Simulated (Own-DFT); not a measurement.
## Calculated data, GaN (wurtzite, atoms displaced)

All values are calculated (Own-DFT development build). A calculation, not a measurement: plane-wave PBE density functional theory by an unreviewed code, no spin, of a simulated periodic cell, stress positive in tension, free energy of the whole cell less one offset for each atom, forces on such cells passed a denser k mesh, this cell's mesh not checked; offsets are fitted by least squares, one for each functional and potential file, so energies compare only between cells with the same atoms and settings and are not formation energies; the far tail of each file's local potential was reset to the Coulomb form; each entry is a single point on an unrelaxed cell, so the pressure reflects the starting lattice, mostly measured values (interpolated for alloys), from which strain is counted, and rises with the displacements; printed positions are rounded, which can move forces by about a meV/angstrom; the program, named Own-DFT, is a retired in-house code; no spin-orbit coupling.

Settings shared by all entries: functional PBE; potential files PseudoDojo norm-conserving, scalar-relativistic, standard set with the stringent files for Ga; wave cutoff 96 hartree; occupations Gaussian; smearing width 0.01 eV; k mesh 3 x 4 x 3 centred on Gamma.

```json
{"entry": 1, "formula": "GaN", "kind": "wurtzite, atoms displaced", "structure": {"cell_angstrom": [[12.756, 0.0, 0.0], [-4.7835, 8.2853, 0.0], [0.0, 0.0, 10.37]], "atoms_fractional": [["Ga", 0.08397, 0.22294, 0.00127], ["Ga", 0.16834, 0.11163, 0.25108], ["N", 0.08279, 0.22009, 0.18741], ["N", 0.16585, 0.10972, 0.43613], ["Ga", 0.08683, 0.22649, 0.49863], ["Ga", 0.16868, 0.1102, 0.74985], ["N", 0.08681, 0.22611, 0.68617], ["N", 0.16465, 0.10608, 0.93492], ["Ga", 0.08511, 0.55848, 0.99839], ["Ga", 0.16647, 0.4438, 0.25167], ["N", 0.08351, 0.55601, 0.18837], ["N", 0.16856, 0.44362, 0.43611], ["Ga", 0.08319, 0.55279, 0.50058], ["Ga", 0.1663, 0.4438, 0.7472], ["N", 0.08437, 0.55687, 0.68832], ["N", 0.16598, 0.4442, 0.93627], ["Ga", 0.08312, 0.88871, 0.00165], ["Ga", 0.16538, 0.77512, 0.25149], ["N", 0.08693, 0.8891, 0.186], ["N", 0.16689, 0.77891, 0.4401], ["Ga", 0.08353, 0.89008, 0.50308], ["Ga", 0.16472, 0.7763, 0.75087], ["N", 0.08081, 0.88557, 0.6895], ["N", 0.169, 0.78131, 0.9376], ["Ga", 0.33358, 0.22155, 0.004], ["Ga", 0.41586, 0.10592, 0.24868], ["N", 0.33276, 0.21991, 0.18869], ["N", 0.41587, 0.11138, 0.43488], ["Ga", 0.33458, 0.21906, 0.49977], ["Ga", 0.41879, 0.11466, 0.74997], ["N", 0.33311, 0.21817, 0.68792], ["N", 0.41769, 0.11088, 0.94031], ["Ga", 0.33399, 0.55294, 0.99918], ["Ga", 0.41486, 0.43711, 0.25259], ["N", 0.33547, 0.55971, 0.19114], ["N", 0.41604, 0.44076, 0.43575], ["Ga", 0.33219, 0.55501, 0.50384], ["Ga", 0.41756, 0.44487, 0.75039], ["N", 0.33295, 0.55407, 0.68555], ["N", 0.4148, 0.44462, 0.93942], ["Ga", 0.33493, 0.89136, 1.0], ["Ga", 0.41773, 0.77851, 0.24914], ["N", 0.33135, 0.88608, 0.19267], ["N", 0.41981, 0.78212, 0.43824], ["Ga", 0.33064, 0.88796, 0.49997], ["Ga", 0.41805, 0.77839, 0.75131], ["N", 0.33774, 0.88851, 0.68882], ["N", 0.41701, 0.77733, 0.94019], ["Ga", 0.58178, 0.22341, 0.00069], ["Ga", 0.66787, 0.11403, 0.24663], ["N", 0.58261, 0.22271, 0.18807], ["N", 0.6651, 0.10835, 0.43697], ["Ga", 0.58088, 0.22003, 0.50026], ["Ga", 0.66884, 0.11549, 0.74853], ["N", 0.58458, 0.22137, 0.68657], ["N", 0.66718, 0.11162, 0.93905], ["Ga", 0.58472, 0.55563, 0.99941], ["Ga", 0.66714, 0.4476, 0.25218], ["N", 0.5837, 0.55755, 0.18547], ["N", 0.66531, 0.44294, 0.43865], ["Ga", 0.58428, 0.55753, 0.498], ["Ga", 0.66532, 0.43984, 0.74734], ["N", 0.58295, 0.55425, 0.68734], ["N", 0.66634, 0.44187, 0.94015], ["Ga", 0.58156, 0.88772, 0.99898], ["Ga", 0.66602, 0.78029, 0.24867], ["N", 0.5831, 0.88728, 0.18546], ["N", 0.66754, 0.77823, 0.43688], ["Ga", 0.5841, 0.88838, 0.49898], ["Ga", 0.6686, 0.77854, 0.75256], ["N", 0.58325, 0.88627, 0.6894], ["N", 0.66562, 0.77505, 0.93797], ["Ga", 0.83262, 0.21624, 0.99679], ["Ga", 0.91374, 0.11128, 0.25262], ["N", 0.835, 0.22294, 0.18891], ["N", 0.91654, 0.11199, 0.43783], ["Ga", 0.83688, 0.22608, 0.50101], ["Ga", 0.91988, 0.11144, 0.75031], ["N", 0.83201, 0.2214, 0.68802], ["N", 0.91743, 0.11174, 0.93804], ["Ga", 0.83486, 0.55571, 0.99642], ["Ga", 0.92031, 0.44678, 0.24912], ["N", 0.83469, 0.55868, 0.18833], ["N", 0.91668, 0.44371, 0.4386], ["Ga", 0.83352, 0.55807, 0.49905], ["Ga", 0.91754, 0.44712, 0.75298], ["N", 0.83461, 0.55662, 0.68851], ["N", 0.91899, 0.44758, 0.93933], ["Ga", 0.83482, 0.88891, 0.99985], ["Ga", 0.91566, 0.77799, 0.25103], ["N", 0.83507, 0.89194, 0.19141], ["N", 0.91823, 0.77815, 0.44024], ["Ga", 0.83363, 0.88942, 0.49893], ["Ga", 0.91773, 0.77833, 0.74958], ["N", 0.83247, 0.88708, 0.68829], ["N", 0.91544, 0.77546, 0.93452]]}, "results": {"free_energy_of_cell_above_offsets [eV]": "-10.565", "pressure [GPa]": 5.35, "stress_xx [GPa]": -4.92, "stress_yy [GPa]": -4.98, "stress_zz [GPa]": -6.16, "stress_yz [GPa]": 0.12, "stress_xz [GPa]": -0.01, "stress_xy [GPa]": 0.11, "force_element": ["Ga", "Ga", "N", "N", "Ga", "Ga", "N", "N", "Ga", "Ga", "N", "N", "Ga", "Ga", "N", "N", "Ga", "Ga", "N", "N", "Ga", "Ga", "N", "N", "Ga", "Ga", "N", "N", "Ga", "Ga", "N", "N", "Ga", "Ga", "N", "N", "Ga", "Ga", "N", "N", "Ga", "Ga", "N", "N", "Ga", "Ga", "N", "N", "Ga", "Ga", "N", "N", "Ga", "Ga", "N", "N", "Ga", "Ga", "N", "N", "Ga", "Ga", "N", "N", "Ga", "Ga", "N", "N", "Ga", "Ga", "N", "N", "Ga", "Ga", "N", "N", "Ga", "Ga", "N", "N", "Ga", "Ga", "N", "N", "Ga", "Ga", "N", "N", "Ga", "Ga", "N", "N", "Ga", "Ga", "N", "N"], "force_x [eV/angstrom]": [0.194, -0.398, -0.055, 0.19, -0.214, -0.379, -0.036, 0.078, 0.206, 0.308, 0.38, -0.417, -0.138, 0.124, -0.102, 0.185, -0.031, 0.017, -0.717, -0.269, 0.075, 0.73, 0.442, -0.096, -0.315, -0.019, 0.185, 0.212, -0.484, 0.209, -0.043, -0.344, -0.681, -0.13, 0.042, -0.167, 0.654, -0.118, 0.099, 0.737, -0.001, 0.063, 0.167, -0.45, 0.83, 0.168, -1.081, -0.293, 0.648, -0.038, 0.005, 0.264, 0.436, 0.049, -0.372, -0.265, -0.192, 0.084, -0.055, 0.203, -0.232, 0.045, 0.124, -0.024, 0.42, 0.261, -0.147, 0.042, -0.056, -0.299, 0.159, 0.189, -0.327, 0.676, -0.3, 0.372, -0.705, -0.381, 0.735, 0.356, -0.376, -0.721, 0.089, 0.021, 0.171, 0.09, -0.217, 0.08, -0.212, 0.535, -0.146, -0.229, -0.008, -0.504, 0.288, 0.144], "force_y [eV/angstrom]": [-0.07, -0.372, 0.193, 0.156, -0.771, -0.066, -0.693, 0.731, -0.053, 0.107, -0.06, 0.355, 0.387, 0.325, -0.274, 0.038, -0.219, 0.212, -0.054, -0.465, -0.115, 0.453, 0.571, -0.252, -0.103, 0.43, -0.111, -0.319, 0.27, -0.783, 0.54, 0.247, 0.413, 1.117, -1.014, 0.292, 0.461, -0.195, 0.099, -0.435, -0.483, 0.016, 0.035, -0.716, 0.176, -0.21, 0.244, -0.156, -0.141, -0.336, 0.149, 0.625, -0.106, -1.021, -0.027, -0.044, -0.196, -0.189, -0.283, 0.173, -0.255, 0.756, 0.055, 0.277, 0.111, -0.334, 0.608, -0.028, 0.131, -0.219, 0.457, 0.471, 0.91, 0.164, 0.21, 0.125, -0.664, -0.032, 0.453, -0.306, -0.1, -0.226, -0.364, 0.435, -0.478, -0.343, -0.239, -0.638, -0.186, 0.28, -0.313, 0.165, 0.057, -0.222, 0.411, 0.382], "force_z [eV/angstrom]": [-0.288, -0.374, 0.39, 0.613, -0.079, -0.149, 0.088, 0.661, 0.223, -0.79, -0.161, 0.504, -0.14, 0.468, -0.025, 0.125, -0.448, 0.043, 0.636, -0.037, -0.374, -0.191, -0.128, 0.158, -0.767, 0.056, 0.056, 0.483, -0.135, 0.189, -0.038, -0.344, 0.61, -0.69, -0.45, 0.913, -1.258, -0.125, 0.932, -0.278, 0.346, 0.383, -0.823, 0.087, 0.071, -0.094, 0.058, -0.243, 0.136, 0.374, 0.126, 0.074, -0.568, 0.264, 0.142, -0.24, -0.008, -0.565, 0.601, 0.172, 0.158, 0.394, 0.098, -0.688, -0.106, -0.051, 0.216, 0.0, 0.355, -0.461, -0.043, 0.313, 0.572, -0.337, -0.487, 0.47, -0.215, -0.382, 0.296, -0.136, 0.647, 0.003, -0.103, -0.135, 0.185, -0.5, -0.075, 0.006, 0.18, -0.106, -0.561, -0.265, 0.173, -0.18, -0.084, 0.684]}}
{"entry": 2, "formula": "GaN", "kind": "wurtzite, atoms displaced", "structure": {"cell_angstrom": [[12.756, 0.0, 0.0], [-4.7835, 8.2853, 0.0], [0.0, 0.0, 10.37]], "atoms_fractional": [["Ga", 0.08517, 0.2234, 0.99945], ["Ga", 0.16911, 0.1117, 0.2484], ["N", 0.08388, 0.22622, 0.18729], ["N", 0.1662, 0.10877, 0.43824], ["Ga", 0.08151, 0.22189, 0.50007], ["Ga", 0.16627, 0.11287, 0.75301], ["N", 0.08479, 0.22594, 0.68815], ["N", 0.16484, 0.10857, 0.93852], ["Ga", 0.08411, 0.55701, 0.99629], ["Ga", 0.16214, 0.43877, 0.24958], ["N", 0.08746, 0.55829, 0.19103], ["N", 0.16676, 0.4468, 0.43806], ["Ga", 0.08512, 0.55847, 0.50072], ["Ga", 0.16457, 0.44364, 0.74767], ["N", 0.08673, 0.55843, 0.68839], ["N", 0.16639, 0.44375, 0.94135], ["Ga", 0.08251, 0.88999, 0.99878], ["Ga", 0.16681, 0.77787, 0.25188], ["N", 0.08578, 0.89141, 0.18541], ["N", 0.16485, 0.77652, 0.43852], ["Ga", 0.08511, 0.89206, 0.50267], ["Ga", 0.16635, 0.77452, 0.75202], ["N", 0.08305, 0.8919, 0.68728], ["N", 0.1638, 0.77454, 0.94121], ["Ga", 0.33565, 0.22723, 0.00188], ["Ga", 0.41632, 0.11286, 0.25139], ["N", 0.33354, 0.22441, 0.18786], ["N", 0.41428, 0.10924, 0.43723], ["Ga", 0.33534, 0.22127, 0.49948], ["Ga", 0.41705, 0.10905, 0.74648], ["N", 0.33422, 0.22184, 0.69202], ["N", 0.41639, 0.10951, 0.93783], ["Ga", 0.33636, 0.55794, 0.99829], ["Ga", 0.41827, 0.44574, 0.25094], ["N", 0.33631, 0.55658, 0.1877], ["N", 0.41517, 0.44277, 0.43914], ["Ga", 0.3362, 0.55889, 0.5012], ["Ga", 0.42072, 0.44871, 0.7534], ["N", 0.33483, 0.5584, 0.68591], ["N", 0.41991, 0.44549, 0.93627], ["Ga", 0.32993, 0.88891, 0.00306], ["Ga", 0.41822, 0.77984, 0.25241], ["N", 0.3352, 0.89446, 0.19075], ["N", 0.41747, 0.7777, 0.43855], ["Ga", 0.33354, 0.89234, 0.50113], ["Ga", 0.41697, 0.77771, 0.75193], ["N", 0.33046, 0.88956, 0.6929], ["N", 0.41415, 0.77654, 0.93609], ["Ga", 0.58194, 0.22213, 0.99765], ["Ga", 0.66429, 0.10843, 0.25177], ["N", 0.58082, 0.22092, 0.1888], ["N", 0.66746, 0.11283, 0.43573], ["Ga", 0.58711, 0.22662, 0.49958], ["Ga", 0.66477, 0.11448, 0.75318], ["N", 0.58317, 0.22095, 0.69077], ["N", 0.66824, 0.11449, 0.93875], ["Ga", 0.58496, 0.55203, 0.00186], ["Ga", 0.6663, 0.44754, 0.25043], ["N", 0.58817, 0.55393, 0.18885], ["N", 0.66608, 0.4437, 0.44007], ["Ga", 0.5826, 0.55836, 0.50285], ["Ga", 0.66609, 0.44543, 0.75043], ["N", 0.58225, 0.55299, 0.68812], ["N", 0.66773, 0.44038, 0.93555], ["Ga", 0.58722, 0.8892, 0.99914], ["Ga", 0.66512, 0.77536, 0.24883], ["N", 0.58437, 0.88941, 0.18832], ["N", 0.66866, 0.77506, 0.43906], ["Ga", 0.58675, 0.88993, 0.50028], ["Ga", 0.66704, 0.77819, 0.74668], ["N", 0.58482, 0.89093, 0.68886], ["N", 0.66557, 0.77582, 0.93755], ["Ga", 0.83179, 0.2222, 0.99716], ["Ga", 0.91632, 0.10781, 0.2483], ["N", 0.83389, 0.22407, 0.18678], ["N", 0.91556, 0.1109, 0.4415], ["Ga", 0.83248, 0.21917, 0.50052], ["Ga", 0.91394, 0.10824, 0.74773], ["N", 0.83651, 0.22449, 0.68947], ["N", 0.9166, 0.11038, 0.94106], ["Ga", 0.83547, 0.56011, 0.99973], ["Ga", 0.91555, 0.44523, 0.2519], ["N", 0.83097, 0.55178, 0.18853], ["N", 0.91777, 0.44522, 0.44133], ["Ga", 0.83509, 0.55619, 0.49889], ["Ga", 0.91322, 0.4398, 0.75118], ["N", 0.83309, 0.55335, 0.69076], ["N", 0.92128, 0.44686, 0.93997], ["Ga", 0.83442, 0.88744, 0.0026], ["Ga", 0.91818, 0.77901, 0.25041], ["N", 0.83316, 0.88819, 0.18937], ["N", 0.91562, 0.77654, 0.435], ["Ga", 0.83271, 0.88773, 0.50271], ["Ga", 0.91443, 0.77734, 0.75153], ["N", 0.8331, 0.88915, 0.68803], ["N", 0.91647, 0.77908, 0.93959]]}, "results": {}}
```

## Withheld values
1. Estimate the stress yy of GaN (wurtzite, atoms displaced) (entry 2).

Calculated values
1. -6 GPa

Further results for GaN (wurtzite, atoms displaced) (entry 2):

* free energy of cell above offsets: -10.266 eV
* pressure: 5.45 GPa
* stress xx: -4.45 GPa
* stress zz: -5.91 GPa
* stress yz: 0.1 GPa
* stress xz: -0.13 GPa
* stress xy: 0.46 GPa

Force:
| element | x (eV/Å) | y (eV/Å) | z (eV/Å) |
| --- | --- | --- | --- |
| Ga | -0.42 | -0.105 | 0.026 |
| Ga | -0.625 | 0.089 | 0.259 |
| N | 0.343 | -1.231 | 0.12 |
| N | -0.09 | 0.589 | -0.151 |
| Ga | 0.56 | 0.342 | -0.126 |
| Ga | 0.261 | 0.047 | -0.555 |
| N | -0.227 | -0.735 | 0.074 |
| N | 0.373 | 0.59 | 0.269 |
| Ga | 0.43 | -0.373 | 1.213 |
| Ga | 0.679 | 1.229 | 0.236 |
| N | -0.838 | -0.219 | -0.537 |
| N | 0.336 | -0.308 | 0.174 |
| Ga | 0.002 | -0.319 | -0.067 |
| Ga | 0.61 | 0.371 | 0.554 |
| N | -0.812 | -0.467 | 0.101 |
| N | 0.428 | 0.228 | -0.752 |
| Ga | 0.334 | -0.187 | 0.14 |
| Ga | 0.137 | 0.082 | -0.252 |
| N | -0.293 | -0.269 | 0.382 |
| N | 0.205 | 0.57 | 0.261 |
| Ga | -0.247 | -0.516 | -0.47 |
| Ga | -0.644 | 0.541 | 0.028 |
| N | 0.02 | -0.473 | 0.766 |
| N | 0.011 | 0.714 | -0.445 |
| Ga | 0.045 | -0.772 | -0.595 |
| Ga | 0.089 | 0.101 | -0.332 |
| N | 0.24 | 0.156 | 0.14 |
| N | 0.748 | 0.468 | 0.425 |
| Ga | -0.758 | 0.13 | 0.608 |
| Ga | -0.493 | 0.282 | 0.825 |
| N | -0.167 | 0.367 | -0.483 |
| N | -0.337 | 0.171 | -0.011 |
| Ga | -0.333 | -0.251 | 0.353 |
| Ga | -0.147 | 0.09 | -0.032 |
| N | -0.313 | 0.009 | 0.104 |
| N | 0.388 | 0.279 | -0.068 |
| Ga | -0.492 | -0.529 | -0.406 |
| Ga | -0.767 | -0.686 | -0.868 |
| N | 0.133 | -0.317 | 0.742 |
| N | -0.186 | 0.128 | 0.756 |
| Ga | 0.507 | 0.047 | -0.216 |
| Ga | -0.344 | -0.289 | -0.51 |
| N | 0.064 | -0.687 | -0.044 |
| N | 0.055 | 0.581 | 0.326 |
| Ga | 0.077 | -0.739 | 0.146 |
| Ga | -0.257 | 0.145 | -0.511 |
| N | 0.744 | -0.3 | -0.816 |
| N | 0.427 | 0.598 | 0.714 |
| Ga | 0.053 | -0.344 | 0.668 |
| Ga | 0.26 | 0.735 | -0.838 |
| N | 0.311 | 0.344 | -0.077 |
| N | 0.02 | -0.304 | 0.759 |
| Ga | -0.453 | -0.658 | 0.142 |
| Ga | 0.894 | -0.375 | -0.397 |
| N | -0.127 | 0.418 | -0.689 |
| N | -0.244 | -0.566 | 0.028 |
| Ga | 0.016 | 0.302 | -0.404 |
| Ga | 0.959 | -1.095 | 0.402 |
| N | -1.383 | 0.412 | -0.23 |
| N | -0.098 | 0.53 | -0.082 |
| Ga | 0.243 | -0.79 | -0.48 |
| Ga | 0.263 | -0.228 | -0.271 |
| N | 0.258 | 0.632 | 0.138 |
| N | -0.17 | 0.689 | 0.477 |
| Ga | -0.936 | 0.003 | -0.025 |
| Ga | 0.265 | 0.257 | 0.217 |
| N | 0.058 | -0.255 | -0.081 |
| N | -0.567 | 0.383 | -0.189 |
| Ga | -0.48 | -0.018 | -0.086 |
| Ga | -0.18 | -0.142 | 0.597 |
| N | -0.106 | 0.104 | -0.037 |
| N | 0.558 | -0.149 | -0.032 |
| Ga | 0.647 | 0.346 | 0.638 |
| Ga | -0.371 | 0.692 | 0.229 |
| N | -0.072 | -0.399 | 0.33 |
| N | 0.159 | -0.382 | -0.57 |
| Ga | -0.102 | 0.666 | -0.041 |
| Ga | 0.602 | 0.549 | 0.778 |
| N | -0.8 | -0.692 | -0.162 |
| N | -0.024 | -0.14 | -0.573 |
| Ga | 0.271 | -0.866 | 0.117 |
| Ga | 0.641 | -0.097 | -0.227 |
| N | 0.145 | 0.751 | -0.088 |
| N | -0.057 | -0.301 | -0.177 |
| Ga | -0.211 | -0.026 | 0.29 |
| Ga | 0.712 | 0.936 | 0.052 |
| N | -0.253 | 0.342 | -0.342 |
| N | -1.035 | -0.279 | -0.352 |
| Ga | -0.588 | 0.364 | -0.309 |
| Ga | 0.138 | -0.238 | -0.357 |
| N | -0.008 | -0.264 | 0.015 |
| N | 0.175 | 0.315 | 0.815 |
| Ga | 0.501 | 0.047 | -0.698 |
| Ga | 0.62 | -0.016 | -0.268 |
| N | 0.011 | -0.293 | 0.136 |
| N | 0.03 | -0.077 | -0.244 |
